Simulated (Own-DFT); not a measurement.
## Calculated data, Al$_{3}$GaN$_{4}$ (wurtzite random alloy, strained, atoms displaced)

Computed with Own-DFT development build. A calculation, not a measurement: plane-wave PBE density functional theory by an unreviewed code, no spin, of a simulated periodic cell, stress positive in tension, free energy of the whole cell less one offset for each atom, forces on such cells passed a denser k mesh, this cell's mesh not checked; offsets are fitted by least squares, one for each functional and potential file, so energies compare only between cells with the same atoms and settings and are not formation energies; the far tail of each file's local potential was reset to the Coulomb form; each entry is a single point on an unrelaxed cell, so the pressure reflects the starting lattice, mostly measured values, from which strain is counted, and rises with the displacements; printed positions are rounded, which can move forces by about a meV/angstrom; the program is a retired in-house code; no spin-orbit coupling.

```cif
# cell vector a (Å): 9.4407 0.0000 0.0000
# cell vector b (Å): -4.7204 8.1759 0.0000
# cell vector c (Å): 0.0000 0.0000 10.0655
data_Al3GaN4
_symmetry_space_group_name_H-M 'P 1'
_symmetry_Int_Tables_number 1
_cell_length_a 9.4407
_cell_length_b 9.4407
_cell_length_c 10.0655
_cell_angle_alpha 90.000
_cell_angle_beta 90.000
_cell_angle_gamma 120.000
_cell_volume 776.92
loop_
_atom_site_label
_atom_site_type_symbol
_atom_site_fract_x
_atom_site_fract_y
_atom_site_fract_z
_atom_site_occupancy
Ga1 Ga 0.11403 0.22423 0.99856 1
Al1 Al 0.22967 0.11357 0.24319 1
N1 N 0.11957 0.21853 0.19519 1
N2 N 0.22870 0.11607 0.43393 1
Ga2 Ga 0.10871 0.21851 0.50282 1
Al2 Al 0.22715 0.11514 0.75191 1
N3 N 0.11156 0.21951 0.69354 1
N4 N 0.20789 0.10417 0.94174 1
Al3 Al 0.11603 0.55453 0.99881 1
Al4 Al 0.21294 0.44539 0.24213 1
N5 N 0.09965 0.54899 0.18691 1
N6 N 0.20697 0.43391 0.43562 1
Al5 Al 0.11618 0.56198 0.50349 1
Al6 Al 0.22223 0.43615 0.74190 1
N7 N 0.11753 0.55914 0.68270 1
N8 N 0.21795 0.44966 0.93930 1
Al7 Al 0.11608 0.89583 0.00533 1
Al8 Al 0.22113 0.77697 0.24864 1
N9 N 0.10792 0.88752 0.18729 1
N10 N 0.22280 0.78520 0.44564 1
Al9 Al 0.10900 0.89107 0.50940 1
Ga3 Ga 0.22075 0.77518 0.75419 1
N11 N 0.09944 0.87308 0.69239 1
N12 N 0.21369 0.76963 0.93816 1
Al10 Al 0.44200 0.22500 0.00216 1
Al11 Al 0.55567 0.11676 0.25450 1
N13 N 0.44186 0.22317 0.19022 1
N14 N 0.55316 0.10953 0.43870 1
Ga4 Ga 0.44363 0.22569 0.49374 1
Al12 Al 0.55138 0.11327 0.74736 1
N15 N 0.44744 0.23290 0.68967 1
N16 N 0.56511 0.11857 0.93960 1
Ga5 Ga 0.43957 0.54992 0.99987 1
Al13 Al 0.56671 0.45619 0.24769 1
N17 N 0.44617 0.55502 0.18272 1
N18 N 0.55608 0.43771 0.43873 1
Al14 Al 0.43710 0.55041 0.50287 1
Al15 Al 0.56372 0.44652 0.75768 1
N19 N 0.44001 0.55556 0.70000 1
N20 N 0.56521 0.43873 0.94275 1
Al16 Al 0.45401 0.89650 0.99190 1
Al17 Al 0.55930 0.78389 0.24376 1
N21 N 0.44758 0.88668 0.18811 1
N22 N 0.56384 0.78045 0.44120 1
Al18 Al 0.43684 0.89261 0.49870 1
Al19 Al 0.55193 0.78077 0.75761 1
N23 N 0.44509 0.88888 0.68071 1
N24 N 0.55576 0.77183 0.93891 1
Al20 Al 0.77869 0.22223 0.99253 1
Al21 Al 0.88397 0.11200 0.24589 1
N25 N 0.78702 0.22807 0.20178 1
N26 N 0.89467 0.10779 0.44274 1
Ga6 Ga 0.77574 0.22181 0.50066 1
Al22 Al 0.88399 0.12002 0.74474 1
N27 N 0.77035 0.22553 0.68509 1
N28 N 0.89111 0.11168 0.94651 1
Ga7 Ga 0.77434 0.55964 0.00091 1
Al23 Al 0.87951 0.44358 0.25072 1
N29 N 0.77156 0.55298 0.17984 1
N30 N 0.88580 0.45114 0.44759 1
Al24 Al 0.79268 0.55635 0.50750 1
Al25 Al 0.88416 0.43698 0.74488 1
N31 N 0.77198 0.56448 0.69300 1
N32 N 0.89904 0.45025 0.94995 1
Ga8 Ga 0.77862 0.88702 0.99149 1
Ga9 Ga 0.89299 0.78232 0.24268 1
N33 N 0.76468 0.87874 0.18574 1
N34 N 0.89028 0.77709 0.43959 1
Al26 Al 0.77880 0.88703 0.50471 1
Al27 Al 0.89111 0.77239 0.75182 1
N35 N 0.78027 0.89555 0.69241 1
N36 N 0.89781 0.78245 0.94494 1
_calc_functional 'PBE'
_calc_potential_files 'PseudoDojo norm-conserving, scalar-relativistic, standard set'
_calc_wave_cutoff 42  # hartree
_calc_occupations 'Fermi-Dirac'
_calc_smearing_width 0.1  # eV
_calc_k_mesh '4 x 4 x 3 centred on Gamma'
_calc_free_energy_of_cell_above_offsets '-16.959'  # eV
_calc_pressure 4.46  # GPa
_calc_stress_xx -4.17  # GPa
_calc_stress_yy -3.4  # GPa
_calc_stress_zz -5.8  # GPa
_calc_stress_yz 0.37  # GPa
_calc_stress_xz 0.16  # GPa
_calc_stress_xy -0.9  # GPa
```

Force:
```
element  x (eV/Å)  y (eV/Å)  z (eV/Å)
     Ga    -1.037     0.611     1.137
     Al    -0.883    -0.719     1.396
      N    -2.053       0.5    -0.549
      N    -0.881    -2.057     0.431
     Ga     0.855    -0.019    -0.831
     Al    -0.496    -1.049    -0.235
      N    -0.446    -0.343     0.725
      N      3.23     0.868    -1.046
     Al     -1.47     0.546     0.559
     Al     1.509    -0.678     0.915
      N     0.348     1.235      0.72
      N     0.783     2.583     0.114
     Al    -0.235    -0.455    -1.675
     Al    -0.984     1.386      1.22
      N    -0.587    -2.142     1.452
      N     1.072     -1.02    -1.338
     Al     0.036    -1.817    -0.994
     Al     0.059    -0.121     0.173
      N     2.172     1.039     0.281
      N    -0.318    -0.859     -1.28
     Al     0.013     0.253    -1.853
     Ga     0.417    -0.032    -1.034
      N     0.395     2.808    -0.137
      N     1.099     1.977      1.97
     Al     0.468    -0.733    -0.007
     Al     0.628    -0.614    -1.071
      N     1.447     0.531    -0.536
      N     0.105    -0.425    -0.037
     Ga     0.402    -0.567     0.778
     Al     -0.15    -0.329    -0.301
      N     0.151    -1.274     1.186
      N     -1.41     -0.85     -0.61
     Ga     0.461     0.029    -0.917
     Al    -1.758    -1.251     0.776
      N    -0.742     0.139     2.476
      N    -0.025      3.16    -0.381
     Al     0.718     0.567    -0.566
     Al    -1.737     0.241    -0.891
      N     1.152     -0.01    -0.998
      N    -2.601    -0.909      -1.1
     Al    -0.711    -1.252     1.178
     Al    -0.588    -1.772     1.509
      N    -1.355     0.992    -0.416
      N    -1.626    -0.724     -0.36
     Al     2.048    -0.501    -0.737
     Al     0.784    -0.348    -2.241
      N     0.097     1.019     2.129
      N      -1.4     1.095    -0.231
     Al     0.879     1.297     1.827
     Al     2.035    -0.982      0.84
      N    -2.014    -0.668    -1.577
      N    -1.812    -0.873    -0.899
     Ga      0.64     -0.26    -1.812
     Al      1.33    -1.289     0.814
      N     0.411     -0.44     2.076
      N    -1.528     0.798    -1.925
     Ga     2.388     0.481    -1.258
     Al     0.626     0.769     0.147
      N     1.134     0.056     3.223
      N     2.552    -0.693    -1.546
     Al    -4.037     1.429    -0.406
     Al     0.279      2.37     1.269
      N      1.93    -1.641    -0.084
      N    -0.662    -1.525    -2.401
     Ga     0.167     0.066     0.876
     Ga    -1.243    -0.733     1.248
      N     1.267     2.329     0.111
      N     0.236     0.007     0.892
     Al    -0.009    -0.151    -0.518
     Al    -1.657     1.502     0.993
      N    -0.074    -0.466     0.738
      N     0.205    -0.092     -1.38
```
